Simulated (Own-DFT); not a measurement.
# Point defects and the pressure they add: wurtzite GaN

Source: density functional calculations with Own-DFT, an unreviewed in-house program that is no longer used. Nothing was measured or relaxed, and spin and spin-orbit coupling are left out.

Method: PBE; PseudoDojo norm-conserving scalar-relativistic files; cutoff 42 hartree; 4 x 4 x 3 k mesh centred on Gamma; Fermi-Dirac smearing of 0.1 eV.

Limits (not all hold for every row): not probed for a lower state with spin; forces not confirmed at this smearing and k mesh; stress not checked against mesh or cutoff.

All runs share one cell, with vectors in Å (9.567, 0.000, 0.000); (-4.784, 8.285, 0.000); (0.000, 0.000, 10.370) and a volume of 822.0 Å³. The atoms are randomly displaced, by u rms on each axis. The defect's site can differ from row to row.

```
               cell  formula   u (Å)  P (GPa)
          no defect  Ga36N36  0.0193     5.91
          no defect  Ga36N36  0.0199     5.96
          no defect  Ga36N36  0.0449     7.22
one Ga on an N site  Ga37N35  0.0299    11.98
one Ga on an N site  Ga37N35  0.0498    13.17
one Ga on an N site  Ga37N35  0.0506    13.34
 one N on a Ga site  Ga35N37  0.0294     5.60
 one N on a Ga site  Ga35N37  0.0304     5.37
 one N on a Ga site  Ga35N37  0.0459     6.50
 one N on a Ga site  Ga35N37  0.0488        ?
```

## Working it out

P = P0 + c u² + a shift for each defect gives P0 = 5.62 GPa, c = 797 ± 45 GPa/Å² and a scatter of 0.10 GPa. The shifts, and each times the cell's volume:

- one Ga on an N site: 5.63 ± 0.09 GPa, 28.9 eV
- one N on a Ga site: -0.84 ± 0.08 GPa, -4.3 eV

Against the defect-free cell, a freed cell would be larger where the shift is positive and smaller where it is negative (160.2 GPa Å³ is 1 eV). The atoms around the defects weren't relaxed, which would change these numbers.

## The run left out

Asked: what pressure belongs in the blank (one N on a Ga site, u = 0.0488 Å)?

Estimate: 6.68 ± 0.12 GPa. The calculation gave 6.54 GPa.
